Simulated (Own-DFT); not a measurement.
SiGe (diamond-structure random alloy, atoms displaced) (calculated)

Computed with Own-DFT development build. A calculation, not a measurement: plane-wave density functional theory by an unreviewed code, no spin, of a simulated periodic cell, stress positive in tension, run twice, with PBE and with PBEsol, both on files made for PBE, so the change isn't that of files made for PBEsol, forces on such cells passed a denser k mesh, this cell's mesh not checked; the far tail of each file's local potential was reset to the Coulomb form; each entry is a single point on an unrelaxed cell, so the pressure reflects the starting lattice, mostly measured values (interpolated for alloys), from which strain is counted, and rises with the displacements; printed positions are rounded, which can move forces by about a meV/angstrom; the program, named Own-DFT, is a retired in-house code; no spin-orbit coupling; stress was not checked against mesh or cutoff.

```cif
# cell vector a (Å): 11.0890 0.0000 0.0000
# cell vector b (Å): 0.0000 11.0890 0.0000
# cell vector c (Å): 0.0000 0.0000 11.0890
data_SiGe
_symmetry_space_group_name_H-M 'P 1'
_symmetry_Int_Tables_number 1
_cell_length_a 11.0890
_cell_length_b 11.0890
_cell_length_c 11.0890
_cell_angle_alpha 90.000
_cell_angle_beta 90.000
_cell_angle_gamma 90.000
_cell_volume 1363.57
loop_
_atom_site_label
_atom_site_type_symbol
_atom_site_fract_x
_atom_site_fract_y
_atom_site_fract_z
_atom_site_occupancy
Ge1 Ge 0.99762 0.99785 0.99710 1
Si1 Si 0.00138 0.25280 0.25089 1
Ge2 Ge 0.25072 0.00035 0.24849 1
Si2 Si 0.25243 0.24881 0.99929 1
Ge3 Ge 0.12269 0.12804 0.11988 1
Ge4 Ge 0.12201 0.37406 0.37137 1
Ge5 Ge 0.38072 0.12382 0.37179 1
Ge6 Ge 0.37517 0.37933 0.12546 1
Si3 Si 0.99709 0.99698 0.50069 1
Ge7 Ge 0.99899 0.25345 0.74735 1
Si4 Si 0.25239 0.00094 0.75091 1
Si5 Si 0.25158 0.25158 0.50267 1
Si6 Si 0.12559 0.12405 0.62303 1
Si7 Si 0.12381 0.36983 0.87091 1
Ge8 Ge 0.37448 0.12217 0.88073 1
Si8 Si 0.37406 0.37531 0.62741 1
Ge9 Ge 0.00335 0.49739 0.99366 1
Si9 Si 0.00114 0.75212 0.24745 1
Si10 Si 0.25328 0.49876 0.24991 1
Ge10 Ge 0.25046 0.75191 0.99825 1
Si11 Si 0.12264 0.62774 0.12354 1
Ge11 Ge 0.12295 0.87568 0.37545 1
Si12 Si 0.37182 0.61843 0.37306 1
Ge12 Ge 0.37648 0.87590 0.12472 1
Si13 Si 0.00272 0.49770 0.50225 1
Si14 Si 0.00042 0.75156 0.75065 1
Ge13 Ge 0.25311 0.49875 0.75393 1
Si15 Si 0.25235 0.74449 0.49765 1
Si16 Si 0.12349 0.62778 0.62282 1
Ge14 Ge 0.12357 0.87471 0.87548 1
Si17 Si 0.38082 0.62648 0.87977 1
Ge15 Ge 0.37732 0.87372 0.62090 1
Si18 Si 0.50344 0.99492 0.99526 1
Ge16 Ge 0.49966 0.24997 0.24995 1
Ge17 Ge 0.74908 0.99667 0.25065 1
Si19 Si 0.75187 0.25091 0.99721 1
Si20 Si 0.62411 0.12023 0.12565 1
Ge18 Ge 0.62071 0.37712 0.37650 1
Ge19 Ge 0.87394 0.13375 0.38049 1
Si21 Si 0.87611 0.37482 0.12957 1
Si22 Si 0.49782 0.99702 0.49577 1
Ge20 Ge 0.50212 0.25023 0.74874 1
Si23 Si 0.75011 0.00328 0.75268 1
Si24 Si 0.75170 0.24955 0.50096 1
Ge21 Ge 0.63062 0.12004 0.62326 1
Si25 Si 0.62851 0.37394 0.88096 1
Ge22 Ge 0.88057 0.12661 0.87699 1
Si26 Si 0.87738 0.37224 0.62421 1
Si27 Si 0.50182 0.49747 0.00370 1
Ge23 Ge 0.49943 0.75023 0.24946 1
Si28 Si 0.74852 0.49479 0.25042 1
Ge24 Ge 0.75098 0.74770 0.00021 1
Si29 Si 0.62812 0.62439 0.12875 1
Si30 Si 0.62444 0.87464 0.37792 1
Si31 Si 0.87666 0.62665 0.36928 1
Ge25 Ge 0.87575 0.87254 0.12824 1
Ge26 Ge 0.49553 0.50048 0.50308 1
Ge27 Ge 0.49860 0.74776 0.75217 1
Ge28 Ge 0.75009 0.50166 0.74376 1
Ge29 Ge 0.75478 0.74667 0.49970 1
Ge30 Ge 0.62593 0.62383 0.62462 1
Ge31 Ge 0.62699 0.87397 0.87381 1
Ge32 Ge 0.87852 0.61968 0.87747 1
Si32 Si 0.87486 0.87513 0.62268 1
_calc_functional 'PBE, then PBEsol'
_calc_potential_files 'PseudoDojo norm-conserving, scalar-relativistic, standard set'
_calc_wave_cutoff 42  # hartree
_calc_occupations 'Fermi-Dirac'
_calc_smearing_width 0.1  # eV
_calc_k_mesh '3 x 3 x 3 centred on Gamma'
_calc_PBE_pressure 2.75  # GPa
_calc_PBE_stress_xx -2.77  # GPa
_calc_PBE_stress_yy -2.74  # GPa
_calc_PBE_stress_zz -2.74  # GPa
_calc_PBE_stress_yz 0.02  # GPa
_calc_PBE_stress_xz 0.08  # GPa
_calc_PBE_stress_xy 0.35  # GPa
_calc_PBEsol_pressure 0.46  # GPa
_calc_PBEsol_stress_xx -0.48  # GPa
_calc_PBEsol_stress_yy -0.45  # GPa
_calc_PBEsol_stress_zz -0.46  # GPa
_calc_PBEsol_stress_yz 0.01  # GPa
_calc_PBEsol_stress_xz 0.08  # GPa
_calc_PBEsol_stress_xy 0.34  # GPa
_calc_rms_change_of_force_components_from_PBE_to_PBEsol 0.05  # eV/angstrom
```

Force:
```
force element  PBE force x (eV/Å)  PBE force y (eV/Å)  PBE force z (eV/Å)  PBEsol force x (eV/Å)  PBEsol force y (eV/Å)  PBEsol force z (eV/Å)
           Ge               0.214              -0.082                0.71                  0.215                 -0.074                  0.684
           Si              -0.566              -0.393              -0.522                 -0.506                 -0.431                 -0.465
           Ge              -0.369               0.284              -0.029                 -0.348                  0.268                 -0.034
           Si              -0.538                0.71              -0.106                 -0.484                  0.653                 -0.064
           Ge               0.139               0.127               0.484                  0.134                  0.046                  0.471
           Ge               0.896               0.269               0.627                  0.877                  0.259                  0.612
           Ge              -0.962               0.198               0.981                 -0.937                  0.203                  0.874
           Ge              -0.308              -0.525              -0.369                 -0.265                 -0.557                 -0.317
           Si               0.213               0.658               0.308                  0.213                  0.652                   0.21
           Ge               0.554              -0.637              -0.344                  0.503                 -0.663                  -0.29
           Si              -0.511               0.013              -0.451                 -0.458                 -0.025                 -0.394
           Si              -0.052              -0.316              -0.205                 -0.054                 -0.306                  -0.29
           Si               0.206              -0.265               0.009                  0.157                 -0.223                  0.047
           Si               0.958               0.054               0.568                  0.893                  0.091                  0.514
           Ge               0.302              -0.026              -0.565                  0.327                 -0.001                 -0.584
           Si              -0.149              -0.377              -0.148                 -0.099                 -0.323                 -0.097
           Ge               0.362              -0.643               1.407                  0.301                 -0.579                  1.326
           Si               0.162              -0.744               0.299                  0.158                 -0.631                  0.291
           Si              -1.111               0.628              -0.232                   -1.1                   0.52                 -0.246
           Ge               0.054              -0.689               0.351                  0.047                  -0.59                  0.343
           Si               0.529              -0.456                0.34                  0.527                 -0.452                  0.245
           Ge               0.242              -0.432               0.234                  0.277                  -0.38                  0.188
           Si               0.128               0.709               0.053                  0.225                  0.702                  0.061
           Ge               0.211               0.193              -0.492                  0.162                  0.152                  -0.44
           Si              -0.587               0.624              -0.299                 -0.537                   0.57                 -0.342
           Si              -0.258              -0.235              -0.609                 -0.254                 -0.232                 -0.505
           Ge              -0.349                0.57              -0.157                 -0.338                  0.556                 -0.155
           Si              -0.395               0.033              -0.077                 -0.379                   0.12                 -0.072
           Si               0.211              -0.199               0.344                  0.245                 -0.233                  0.381
           Ge               0.397               0.142              -0.978                  0.389                  0.143                 -0.863
           Si              -0.338               -0.76               0.189                 -0.375                 -0.696                  0.143
           Ge              -0.662               0.088               0.203                 -0.609                  0.049                  0.238
           Si                   0               0.604               0.975                 -0.043                  0.546                  0.914
           Ge               0.588              -0.132              -0.739                  0.529                 -0.095                 -0.672
           Ge              -0.218               0.617               0.505                 -0.145                   0.59                  0.481
           Si              -0.082              -0.243               1.227                 -0.024                 -0.293                  1.173
           Si               0.164                 0.4              -0.901                  0.166                  0.394                 -0.802
           Ge               0.812              -0.361               0.289                   0.71                 -0.357                  0.285
           Ge               0.615              -1.002              -0.731                  0.577                 -1.013                 -0.744
           Si              -0.197              -0.189              -0.589                 -0.152                 -0.149                 -0.628
           Si               0.891               0.084               0.208                  0.825                   0.13                  0.247
           Ge               0.088               0.119               0.375                  0.091                  0.053                  0.363
           Si                0.82              -0.682              -0.307                  0.767                 -0.629                 -0.264
           Si              -0.453               0.895               0.448                 -0.495                  0.829                  0.396
           Ge              -0.614               0.111              -0.334                 -0.637                  0.144                 -0.293
           Si              -0.283               0.356              -0.593                 -0.285                  0.355                 -0.677
           Ge              -1.121               0.191              -0.523                 -1.013                  0.176                 -0.506
           Si              -0.489               0.533              -0.681                 -0.478                  0.519                 -0.579
           Si               0.669               0.757              -0.346                  0.612                    0.7                 -0.291
           Ge               0.294               -0.55               0.633                  0.247                 -0.493                  0.573
           Si               0.458               0.821              -0.048                  0.398                  0.764                  0.005
           Ge              -0.096              -0.313               0.306                 -0.056                 -0.268                  0.262
           Si               -0.28              -0.601              -0.234                  -0.28                 -0.498                 -0.232
           Si              -0.053              -0.218               0.056                 -0.001                  -0.26                  0.009
           Si               0.323              -0.896               0.157                  0.274                 -0.845                  0.204
           Ge               0.014               0.036              -0.305                 -0.029                  0.082                 -0.343
           Ge              -0.308              -0.025              -0.114                 -0.216                 -0.025                 -0.111
           Ge               0.173               0.032              -0.217                  0.217                  0.068                 -0.256
           Ge               0.316              -1.136                0.96                  0.296                 -1.028                  0.933
           Ge              -0.209               0.473              -0.441                 -0.249                  0.422                 -0.391
           Ge              -0.391               0.449              -0.229                 -0.372                  0.431                 -0.218
           Ge               0.213               0.217              -0.212                  0.207                  0.133                 -0.205
           Ge              -0.326               0.923              -1.087                 -0.343                  0.865                 -1.019
           Si               0.058               0.214               0.971                 -0.002                  0.163                  0.919
```
